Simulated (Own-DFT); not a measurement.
# What a defect does to the pressure of its cell: D0_22 TiAl3

Source: density functional calculations with Own-DFT, an unreviewed in-house program that is no longer used. Nothing was measured or relaxed, and spin and spin-orbit coupling are left out.

All runs used: PBE; PseudoDojo norm-conserving scalar-relativistic files; cutoff 42 hartree; 4 x 4 x 4 k mesh centred on Gamma; cold (Marzari-Vanderbilt) smearing of 0.2 eV.

Known weak points: forces on such cells failed a check on a denser k mesh; stress not checked against mesh or cutoff.

All runs share one cell, with vectors in Å (-2.365, -6.981, 4.326); (-7.667, 3.491, 1.442); (-2.950, -3.488, -7.241) and a volume of 625.4 Å³. Atoms were moved at random from their sites; u is the rms move along one axis. The defect's site can differ from row to row.

| cell | formula | u (Å) | P (GPa) |
|---|---|---|---|
| no defect | Al30Ti10 | 0.0204 | 2.02 |
| no defect | Al30Ti10 | 0.0480 | 2.44 |
| no defect | Al30Ti10 | 0.0498 | 2.56 |
| two Al vacancies | Al28Ti10 | 0.0279 | 1.14 |
| two Al vacancies | Al28Ti10 | 0.0319 | ? |
| two Al vacancies | Al28Ti10 | 0.0514 | 1.76 |
| two Al vacancies | Al28Ti10 | 0.0517 | 1.77 |
| two Al on a Ti site each | Al32Ti8 | 0.0312 | 2.89 |
| two Al on a Ti site each | Al32Ti8 | 0.0489 | 3.33 |
| two Al on a Ti site each | Al32Ti8 | 0.0537 | 3.59 |
| two Ti on an Al site each | Al28Ti12 | 0.0272 | 3.26 |
| two Ti on an Al site each | Al28Ti12 | 0.0511 | 3.63 |
| two Ti on an Al site each | Al28Ti12 | 0.0512 | 3.64 |

## What the rows give

P = P0 + c u² + a shift for each defect gives P0 = 1.85 GPa, c = 279 ± 26 GPa/Å² and a scatter of 0.08 GPa. The shifts, and each times the cell's volume:

- two Ti on an Al site each: 1.10 ± 0.07 GPa, 4.3 eV (2.1 eV for each of its 2 sites)
- two Al on a Ti site each: 0.83 ± 0.07 GPa, 3.2 eV (1.6 eV for each of its 2 sites)
- two Al vacancies: -0.87 ± 0.07 GPa, -3.4 eV (-1.7 eV for each of its 2 sites)

Positive is outwards. The product with the volume (160.2 GPa Å³ to the eV) is nearly free of the cell's size; divided by the bulk modulus at the cell's pressure it gives the volume that the defect adds. The atoms around the defects weren't relaxed, which would change these numbers.

## Test on the hidden row

The question: what pressure belongs in the blank (two Al vacancies, u = 0.0319 Å)?

The fitted form gives 1.27 ± 0.10 GPa. The hidden result is 1.40 GPa.
